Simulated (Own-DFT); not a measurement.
# Hybrid less PBE against volume: corundum Al2O3, 78 atoms (Al32O46), with two O vacancies

These are calculations. Each geometry was run twice at fixed positions with Own-DFT, a retired in-house plane-wave program that no person has reviewed: with PBE, and with HSE06 (exact exchange share 0.25 at short range, screening 0.11 per bohr, Gygi-Baldereschi treatment of its divergence). Both used PseudoDojo norm-conserving files made for PBE, a cutoff of 48 hartree, the Gamma point alone, fixed occupations, a neutral cell and no spin. The unstrained cell is 7.9 Å across at its thinnest, so Gamma alone is coarse and defects feel their images. The oxygen file's force components were 24 meV/Å off all-electron values in a glass.

Unstrained cell vectors in Å: (5.494, 0.000, 8.660); (-2.747, 4.758, 8.660); (-2.747, -4.758, 8.660), volume V0 = 679.1 Å³, from measured lattice constants. Each geometry has its own random strain of a few per cent, its own defect sites and random moves of rms u per axis. HSE06 gave the energy alone. D is its energy less that of PBE, over the lowest D shown. The PBE stress wasn't checked against mesh or cutoff.

| run | V - V0 (Å³) | u (Å) | P with PBE (GPa) | D (eV) |
|---|---|---|---|---|
| 1 | -13.0 | 0.0514 | 14.55 | 0.345 |
| 2 | -18.8 | 0.0485 | 16.53 | 0.000 |
| 3 | 13.2 | 0.0488 | 5.56 | 1.355 |
| 4 | 32.8 | 0.0519 | -1.86 | 2.165 |
| 5 | 6.2 | 0.0510 | 6.30 | 1.081 |
| 6 | 8.5 | 0.0505 | 6.43 | 1.108 |
| 7 | -9.7 | 0.0498 | 14.03 | 0.347 |
| 8 | -5.7 | 0.0540 | 11.39 | 0.615 |
| 9 | 2.1 | 0.0318 | 6.73 | 0.790 |
| 10 | 19.9 | 0.0309 | 0.75 | 1.458 |
| 11 | -16.0 | 0.0307 | 13.90 | 0.061 |
| 12 | 23.6 | 0.0479 | 0.64 | 1.723 |
| 13 | -14.4 | 0.0302 | 13.51 | ? |

## Worked fit

D = 0.61 + 0.0404 (V - V0) + 77 u² eV, with an error of 0.0007 on the volume slope, 16 on the last term and a scatter of 0.04 eV. Pressure is -dE/dV, and 1 eV/Å³ is 160.2 GPa, so HSE06 changes the pressure by -6.5 ± 0.1 GPa. With the ions held to the strained lattice, the PBE pressure falls by 248 ± 8 GPa per unit of volume strain; the shape of the strain isn't fitted, so the true error is larger, and a relaxed crystal would be softer. On that slope HSE06's volume at a given pressure is about 2.6 % smaller, or 0.9 % in lengths. At u = 0 and V0 the PBE pressure is 6.9 GPa, which puts the zero-pressure volume, against the measured cell and with the defects in, at +2.8 % for PBE and +0.2 % for HSE06, each good to a few tenths of a per cent.

## Withheld run

Q: what D should run 13 give?

From the fit: 0.10 eV, with rows scattering by 0.04. The calculation gave 0.111 eV.
